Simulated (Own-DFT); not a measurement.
# Biaxial strain at fixed height in grey tin, 32 atoms (Sn32)

No measurement is shown. These are fixed-geometry runs of a retired plane-wave code named Own-DFT, which no person has reviewed; spin and spin-orbit coupling are neglected.

All runs used: PBE; PseudoDojo norm-conserving scalar-relativistic files; cutoff 42 hartree; 3 x 3 x 5 k mesh centred on Gamma; cold (Marzari-Vanderbilt) smearing of 0.2 eV.

Known weak points: forces on such cells failed a check on a denser k mesh; stress not checked against mesh or cutoff.

Unstrained cell vectors in Å: (12.978, 0.000, 0.000); (0.000, 12.978, 0.000); (0.000, 0.000, 6.489). The unstrained cell has measured lattice constants (interpolated for alloys), not those of this functional. That, the random moves and any unrelaxed bonds set the pressure at no strain. Each run strains x and y alike by e, as a substrate would, and holds the height along z. Each atom got a random Gaussian move of width 0.05 Å along each axis. Stress is positive in tension.

| e (%) | u (Å) | (s_xx + s_yy)/2 (GPa) | s_zz (GPa) |
|---|---|---|---|
| -2.00 | 0.050 | -6.17 | -5.58 |
| -1.50 | 0.049 | ? | ? |
| -1.00 | 0.051 | -4.89 | -4.60 |
| -0.50 | 0.049 | -4.17 | -4.00 |
| 0.25 | 0.056 | -3.40 | -3.51 |
| 0.75 | 0.047 | -2.75 | -2.94 |
| 1.25 | 0.048 | -2.23 | -2.56 |
| 1.75 | 0.047 | -1.74 | -2.23 |
| 2.25 | 0.050 | -1.29 | -1.90 |
| 3.00 | 0.051 | -0.66 | -1.39 |

## Analysis

With e as a fraction, the in-plane stress is -3.6 + 117 e - 587 e² GPa (errors 1 and 61, scatter 0.04), and s_zz is -3.6 + 89 e - 473 e² GPa (slope ± 2, scatter 0.06). At e = 0 the first slope is C11 + C12 and the second 2 C12, both with the ions held to the strained lattice and at the cell's own pressure. The term in e² is negative: the layer stiffens under compression and softens under tension. A free layer would change its height as e changes, and the in-plane slope would drop by 2 C12²/C11 to the biaxial modulus. At fixed height, a misfit of 1 % moves the in-plane stress by about 1.2 GPa and s_zz by 0.9 GPa.

## The run left out

Q: what are the two stresses at e = -1.50 %?

The fit gives -5.5 and -5.1 GPa. The calculation gave -5.47 and -5.16 GPa.
